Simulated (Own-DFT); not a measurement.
# What a defect does to the pressure of its cell: C11b WSi2

Calculated, not measured: single-point runs of Own-DFT, a retired in-house plane-wave DFT program that no person has reviewed, on unrelaxed cells, without spin or spin-orbit coupling.

Settings: PBE; PseudoDojo norm-conserving scalar-relativistic files; cutoff 50 hartree; 5 x 5 x 5 k mesh centred on Gamma; cold (Marzari-Vanderbilt) smearing of 0.2 eV.

Caveats: forces on such cells failed a check on a denser k mesh; stress not checked against mesh or cutoff.

All runs share one cell, with vectors in Å (-2.148, -5.953, 3.409); (-6.444, 2.976, 1.136); (-2.553, -2.948, -6.757) and a volume of 403.2 Å³. The atoms are randomly displaced, by u rms on each axis. The defect's site can differ from row to row.

| cell | formula | u (Å) | P (GPa) |
|---|---|---|---|
| no defect | Si20W10 | 0.0203 | 4.41 |
| no defect | Si20W10 | 0.0224 | 4.49 |
| no defect | Si20W10 | 0.0494 | 6.50 |
| one Si on a W site | Si21W9 | 0.0278 | 6.33 |
| one Si on a W site | Si21W9 | 0.0305 | ? |
| one Si on a W site | Si21W9 | 0.0470 | 7.02 |
| one Si on a W site | Si21W9 | 0.0545 | 7.40 |
| one W on a Si site | Si19W11 | 0.0290 | 10.08 |
| one W on a Si site | Si19W11 | 0.0302 | 10.08 |
| one W on a Si site | Si19W11 | 0.0432 | 10.52 |
| one Si vacancy | Si19W10 | 0.0304 | 3.33 |
| one Si vacancy | Si19W10 | 0.0537 | 4.67 |
| one Si vacancy | Si19W10 | 0.0551 | 5.20 |

## Working it out

P = P0 + c u² + a shift for each defect gives P0 = 4.29 GPa, c = 752 ± 94 GPa/Å² and a scatter of 0.28 GPa. The shifts, and each times the cell's volume:

- one W on a Si site: 5.03 ± 0.23 GPa, 12.6 eV
- one Si on a W site: 1.13 ± 0.24 GPa, 2.8 eV
- one Si vacancy: -1.61 ± 0.25 GPa, -4.0 eV

Against the defect-free cell, a freed cell would be larger where the shift is positive and smaller where it is negative (160.2 GPa Å³ is 1 eV). The atoms around the defects weren't relaxed, which would change these numbers.

## Prediction

Asked: what pressure belongs in the blank (one Si on a W site, u = 0.0305 Å)?

From the fit: 6.13 ± 0.33 GPa. DFT gave 6.17 GPa.
